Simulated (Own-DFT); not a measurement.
# Computed records: GaN (wurtzite, atoms displaced)

All values are calculated (Own-DFT development build). A calculation, not a measurement: plane-wave PBE density functional theory by an unreviewed code, no spin, of a simulated periodic cell, stress positive in tension, free energy of the whole cell less one offset for each atom, forces on such cells passed a denser k mesh, this cell's mesh not checked; offsets are fitted by least squares, one for each functional and potential file, so energies compare only between cells with the same atoms and settings and are not formation energies; the far tail of each file's local potential was reset to the Coulomb form; each entry is a single point on an unrelaxed cell, so the pressure reflects the starting lattice, mostly measured values (interpolated for alloys), from which strain is counted, and rises with the displacements; printed positions are rounded, which can move forces by about a meV/angstrom; the program, named Own-DFT, is a retired in-house code; no spin-orbit coupling.

Settings shared by all entries: functional PBE; potential files PseudoDojo norm-conserving, scalar-relativistic, standard set with the stringent files for Ga; wave cutoff 96 hartree; occupations Gaussian; smearing width 0.01 eV; k mesh 3 x 4 x 3 centred on Gamma.

(1) 
```xyz
96
Lattice="12.7560 0.0000 0.0000 -4.7835 8.2853 0.0000 0.0000 0.0000 10.3700" Properties=species:S:1:pos:R:3:force_x:R:1:force_y:R:1:force_z:R:1 formula=GaN free_energy_of_cell_above_offsets=-10.526 pressure=5.35 stress_xx=-5.23 stress_yy=-5.01 stress_zz=-5.82 stress_yz=0.27 stress_xz=0.03 stress_xy=0.22
Ga    -0.0244     1.8406     0.0011      0.107     -0.075      0.021
Ga     1.5924     0.9124     2.5887     -0.041      0.212      0.064
N     -0.0093     1.8372     1.9572      0.069     -0.242     -0.194
N      1.5652     0.9295     4.5508      0.635     -0.158     -0.114
Ga     0.0152     1.8513     5.1933     -0.462     -0.068     -0.458
Ga     1.5711     0.9575     7.7560      0.609     -0.564      0.185
N      0.0085     1.8375     7.1114     -0.306      0.489      0.392
N      1.5507     0.9133     9.6954      0.596      0.444      0.516
Ga    -1.6059     4.6337    10.3441      0.166     -0.158      0.147
Ga     0.0246     3.6755     2.5839     -0.677     -0.141     -0.026
N     -1.5934     4.5907     1.9209     -0.084      0.173      0.476
N      0.0035     3.6574     4.5277      0.008      0.725       0.28
Ga    -1.5795     4.6268     5.1669     -0.189      -0.45     -0.136
Ga    -0.0052     3.6993     7.7856     -0.075     -0.464       0.09
N     -1.5917     4.5698     7.1196      0.103       0.61      0.077
N      0.0154     3.6914     9.7608     -0.516     -0.269     -0.662
Ga    -3.2064     7.3669    10.3605      0.408      0.248     -0.371
Ga    -1.5830     6.4383     2.5920     -0.132     -0.232     -0.109
N     -3.1693     7.3677     1.9312     -0.118     -0.062      0.207
N     -1.6077     6.4735     4.5452     -0.054     -0.272     -0.043
Ga    -3.2157     7.3747     5.1940     -0.064     -0.074     -0.041
Ga    -1.5956     6.4585     7.7312     -0.386      -0.38      0.501
N     -3.2189     7.3487     7.1573      0.543      0.697     -0.534
N     -1.6036     6.4637     9.6989      0.099     -0.003      0.127
Ga     3.1994     1.8853     0.0088     -0.371     -1.783     -0.092
Ga     4.8090     0.8900     2.5621     -0.154      0.624      0.774
N      3.2055     1.8361     1.9588      0.001     -0.186     -0.053
N      4.7683     0.9143     4.5906     -0.137      0.293     -0.894
Ga     3.1676     1.8669     5.2143      0.145     -0.242     -0.606
Ga     4.8109     0.9111     7.7796     -0.359      0.289     -0.108
N      3.1884     1.8870     7.1251      0.082     -0.715      0.597
N      4.7901     0.9206     9.7300      -0.09      0.019      0.201
Ga     1.6031     4.5580    10.3407       0.21      0.658      0.797
Ga     3.2039     3.6542     2.5997     -0.135      0.491     -0.011
N      1.5869     4.5811     1.9833      0.646      0.275     -0.752
N      3.1765     3.6932     4.5386      0.254      0.059      0.188
Ga     1.5893     4.6121     5.1950     -0.089     -0.069      -0.51
Ga     3.1746     3.6877     7.8031      0.187     -0.158     -0.303
N      1.5932     4.5741     7.1365     -0.106      0.392      0.104
N      3.2212     3.6308     9.7364     -0.366      1.254     -0.098
Ga     0.0109     7.3582     0.0204     -0.492      0.123     -0.378
Ga     1.6177     6.4338     2.6014     -0.104     -0.094     -0.368
N      0.0053     7.3670     1.9660      0.211      -0.42     -0.125
N      1.5934     6.4624     4.5207     -0.127     -0.229      0.706
Ga    -0.0175     7.3701     5.1956      0.238      0.054     -0.563
Ga     1.5763     6.4163     7.7628     -0.188      0.359      0.206
N     -0.0369     7.3657     7.1026      0.661     -0.071      0.561
N      1.5504     6.4252     9.7193      0.718      -0.16      0.106
Ga     6.3935     1.8613    10.3626      -0.17     -0.251     -0.234
Ga     7.9288     0.9372     2.5633      1.118     -0.419      0.605
N      6.4151     1.8413     1.9437     -1.137      0.621     -0.058
N      7.9687     0.9344     4.5339      -0.18     -0.265       0.08
Ga     6.3469     1.8583     5.1658      0.407      -0.31      0.393
Ga     7.9993     0.9094     7.7515     -0.289      0.111      0.435
N      6.4105     1.8269     7.1502     -0.423      0.445     -0.344
N      7.9502     0.9159     9.7151      0.393      0.169      0.094
Ga     4.7970     4.5658     0.0201      0.015      0.822     -0.271
Ga     6.3769     3.7216     2.5966     -0.011     -0.425     -0.127
N      4.7865     4.6411     1.9530     -0.119     -0.615       0.19
N      6.3919     3.6886     4.5397     -0.428      0.147      0.113
Ga     4.7805     4.6449     5.1524     -0.074     -0.844      0.464
Ga     6.3294     3.7049     7.7679      0.942     -0.399     -0.051
N      4.7485     4.5935     7.1538      0.167      0.334      -0.57
N      6.3761     3.6831     9.7168      0.258      0.223      0.174
Ga     3.1647     7.3890     0.0169      0.081     -0.504     -0.646
Ga     4.7889     6.4748     2.5647     -0.154     -0.168      0.359
N      3.2003     7.3694     1.9390     -0.388      0.074      0.301
N      4.7866     6.4377     4.5466     -0.255      0.607     -0.299
Ga     3.1783     7.3615     5.2119      0.137      0.321     -0.423
Ga     4.7858     6.4318     7.7836     -0.089      0.224      0.174
N      3.1658     7.3543     7.1600      0.244     -0.227      -0.24
N      4.7709     6.4456     9.7469      0.069     -0.178      -0.11
Ga     9.5666     1.8385     0.0071     -0.257     -0.053      -0.21
Ga    11.1426     0.8901     2.5847      0.247      0.565      0.119
N      9.5653     1.8301     1.9518     -0.158      0.074     -0.015
N     11.1924     0.9379     4.5219     -0.539     -0.422      0.488
Ga     9.5621     1.8414     5.1792      0.293     -0.086     -0.149
Ga    11.1763     0.9290     7.7389     -0.221     -0.197      0.134
N      9.5679     1.8336     7.1447      0.219      0.205     -0.309
N     11.1366     0.9230     9.6998      0.272      0.193      0.008
Ga     7.9936     4.6142     0.0019     -0.286      -0.06     -0.502
Ga     9.5395     3.6808     2.5939      0.707     -0.189     -0.065
N      7.9785     4.5738     1.9329     -0.166      0.786      0.143
N      9.5557     3.6899     4.5428      0.358     -0.017       0.01
Ga     7.9801     4.5706     5.2111      0.012      0.561     -0.211
Ga     9.5727     3.6943     7.7816     -0.107     -0.347     -0.156
N      8.0078     4.6230     7.1470     -0.823      -0.27      0.081
N      9.5725     3.6749     9.7137     -0.011      0.118      0.259
Ga     6.4041     7.3867    10.3192     -0.643     -0.331      0.509
Ga     7.9867     6.4664     2.5666     -0.157     -0.422      0.306
N      6.3680     7.3607     1.9486      0.473     -0.029     -0.518
N      7.9469     6.4371     4.5436      0.604     -0.328      -0.32
Ga     6.3904     7.3371     5.1743     -0.274      0.736     -0.239
Ga     7.9643     6.4710     7.7568      0.022     -0.518      0.183
N      6.3898     7.3501     7.1067      -0.51      0.252      0.376
N      7.9738     6.4655     9.7020      -0.05     -0.462      0.298
```

Units: free_energy_of_cell_above_offsets in eV; pressure, stress_xx, stress_yy, stress_zz, stress_yz, stress_xz, stress_xy in GPa; force_x, force_y, force_z in eV/Å.

(2) 
```xyz
96
Lattice="12.7560 0.0000 0.0000 -4.7835 8.2853 0.0000 0.0000 0.0000 10.3700" Properties=species:S:1:pos:R:3:force_x:R:1:force_y:R:1:force_z:R:1 formula=GaN free_energy_of_cell_above_offsets=-10.397 pressure=5.42 stress_xx=-5.43 stress_yy=-5.33 stress_zz=-5.52 stress_yz=0.07 stress_xz=-0.15 stress_xy=-0.02
Ga     0.0483     1.8376     0.0260     -0.986      0.052      -0.39
Ga     1.5998     0.9076     2.5431      0.114     -0.177      1.099
N      0.0196     1.8125     1.9578     -0.393      0.388      0.062
N      1.5914     0.9020     4.5536     -0.134      0.477     -0.215
Ga    -0.0075     1.8650     5.2126      0.252     -0.539     -0.547
Ga     1.5975     0.9234     7.7791      0.046     -0.145      0.013
N      0.0058     1.8438     7.1335      0.074     -0.242      0.368
N      1.5867     0.9020     9.7451      0.387      0.129     -0.292
Ga    -1.6195     4.6197     0.0002      0.298     -0.519      0.228
Ga    -0.0047     3.6674     2.5949      0.096       0.01      0.047
N     -1.5941     4.6001     2.0070      0.115      0.032     -0.788
N     -0.0171     3.6875     4.5604      0.141     -0.117     -0.394
Ga    -1.5755     4.6308     5.1770     -0.518     -0.065      0.268
Ga     0.0117     3.6570     7.7626     -0.004      0.533      0.254
N     -1.5823     4.5961     7.1644     -0.294     -0.308     -0.579
N      0.0066     3.6778     9.7281     -0.481     -0.268      0.078
Ga    -3.2219     7.3491    10.3615      0.513     -0.092     -0.156
Ga    -1.5901     6.4623     2.5850     -0.022     -0.255       0.13
N     -3.1506     7.3690     1.9252     -0.651     -0.214      0.192
N     -1.5885     6.4730     4.5291      0.163     -0.231      0.389
Ga    -3.1886     7.3580     5.1906      0.046      0.193     -0.066
Ga    -1.5789     6.4180     7.7326      0.089       0.54      0.696
N     -3.2054     7.3575     7.1531      0.613       0.12     -0.159
N     -1.6082     6.4231     9.7416      0.182      0.556     -0.395
Ga     3.2052     1.8202     0.0049     -0.132      0.287     -0.003
Ga     4.7925     0.9254     2.5202     -0.042     -0.252      1.418
N      3.2028     1.8037     1.9829     -0.347      0.777      -0.78
N      4.7833     0.9606     4.5287     -0.213      -0.59     -0.036
Ga     3.1657     1.8639     5.2022      0.277     -0.463     -0.488
Ga     4.7608     0.9579     7.7923      0.479     -0.655     -0.176
N      3.1966     1.8624     7.1475     -0.425     -0.433      0.018
N      4.7970     0.9049     9.7345     -0.354      0.095      0.048
Ga     1.5544     4.5872     0.0066      0.844      0.385     -0.344
Ga     3.1706     3.6703     2.5846       0.45      0.001       0.25
N      1.5958     4.5950     1.9441     -0.181      0.133      0.354
N      3.1956     3.6885     4.5629     -0.291       0.13     -0.422
Ga     1.5715     4.6067     5.1404      0.445     -0.168      0.683
Ga     3.1729     3.6641     7.7952     -0.033      0.932     -0.436
N      1.5707     4.6187     7.1155      0.314     -0.365      0.043
N      3.2111     3.6822     9.7146     -0.518     -0.279       0.69
Ga     0.0025     7.3723     0.0138      0.018     -0.636     -0.392
Ga     1.5935     6.4667     2.5916      0.116     -0.239     -0.224
N     -0.0114     7.3660     1.9636      0.309     -0.147     -0.227
N      1.5844     6.4339     4.5477      0.324      0.142     -0.425
Ga     0.0332     7.3589     5.1765     -0.571      0.796      0.027
Ga     1.5688     6.4491     7.7692      0.805     -0.329      0.351
N      0.0538     7.3745     7.1398     -1.261       0.39     -0.214
N      1.6129     6.4346     9.7226     -0.199      0.142      0.354
Ga     6.3766     1.8120     0.0200      0.142      0.452     -0.424
Ga     7.9822     0.9343     2.5934     -0.412     -0.228     -0.107
N      6.3593     1.7974     1.9344      0.689      1.059       0.41
N      7.9685     0.8864     4.5284     -0.131      0.719      0.235
Ga     6.3580     1.8188     5.2033      0.206      0.493     -0.305
Ga     7.9732     0.8985     7.7582      0.122      0.498      0.386
N      6.3751     1.8297     7.1612     -0.032      0.153     -0.348
N      7.9635     0.9498     9.7376      0.316     -0.449     -0.203
Ga     4.8036     4.5713     0.0002     -0.033      0.324      -0.02
Ga     6.3859     3.7237     2.6006      0.048     -0.777     -0.566
N      4.7930     4.6144     1.9686      -0.37     -0.427      -0.33
N      6.3906     3.7166     4.5076     -0.351     -0.721      0.746
Ga     4.7824     4.6194     5.1855      0.043     -0.154      0.194
Ga     6.3727     3.6799     7.7656     -0.255      -0.18      0.455
N      4.7728     4.6007     7.1500      0.065      0.301     -0.018
N      6.3847     3.6480     9.7432      0.162       0.38     -0.035
Ga     3.2092     7.3917     0.0093     -0.423     -0.254     -0.449
Ga     4.7967     6.4347     2.5686     -0.336      0.356      0.442
N      3.1863     7.3892     1.9348      0.157     -0.389      0.492
N      4.7857     6.4494     4.5551       0.03      0.088     -0.264
Ga     3.1812     7.3654     5.1566       0.22     -0.344      0.674
Ga     4.8306     6.4769     7.8109     -0.681     -0.446      -0.55
N      3.1766     7.3735     7.1523      0.538     -0.418     -0.383
N      4.7989     6.4557     9.7516     -0.388     -0.475     -0.151
Ga     9.5580     1.8378     0.0344      0.054      0.122     -0.384
Ga    11.1613     0.9218     2.6296      0.301     -0.484     -0.412
N      9.5779     1.8067     1.9764      0.039      0.725     -0.034
N     11.1819     0.9283     4.5461     -0.372     -0.149      0.478
Ga     9.5457     1.8602     5.1418      0.372      -0.31       0.64
Ga    11.1914     0.9167     7.8147     -0.476      0.242      -0.67
N      9.5728     1.8693     7.1418      0.135     -1.119     -0.482
N     11.1381     0.9074     9.7256      0.549      0.364      0.557
Ga     7.9975     4.6291    10.3644     -0.546     -0.817      0.093
Ga     9.5740     3.6923     2.6110     -0.033     -0.285     -0.267
N      8.0022     4.6080     1.9597     -0.218      -0.11     -0.267
N      9.5591     3.6998     4.5368      0.316      -0.11      0.297
Ga     7.9626     4.5882     5.1588      0.176      0.326      0.611
Ga     9.5666     3.6343     7.7934     -0.134      0.943      -0.25
N      7.9412     4.5740     7.1599      0.729      0.334     -0.552
N      9.5545     3.6759     9.7214       0.31     -0.078      0.532
Ga     6.3474     7.3611    10.3497       0.72      0.118      0.624
Ga     7.9770     6.4490     2.5698      0.351      0.094      0.277
N      6.3838     7.3409     1.9655      0.028      0.538      -0.35
N      8.0072     6.4312     4.5306     -0.493       0.13       0.14
Ga     6.3873     7.3431     5.2173      0.201      0.302     -0.802
Ga     7.9869     6.4323     7.7612      0.064     -0.518      0.396
N      6.4380     7.3674     7.1329     -0.646      0.175      0.392
N      7.9632     6.4253     9.7398     -0.216      0.496     -0.363
```

Units: free_energy_of_cell_above_offsets in eV; pressure, stress_xx, stress_yy, stress_zz, stress_yz, stress_xz, stress_xy in GPa; force_x, force_y, force_z in eV/Å.
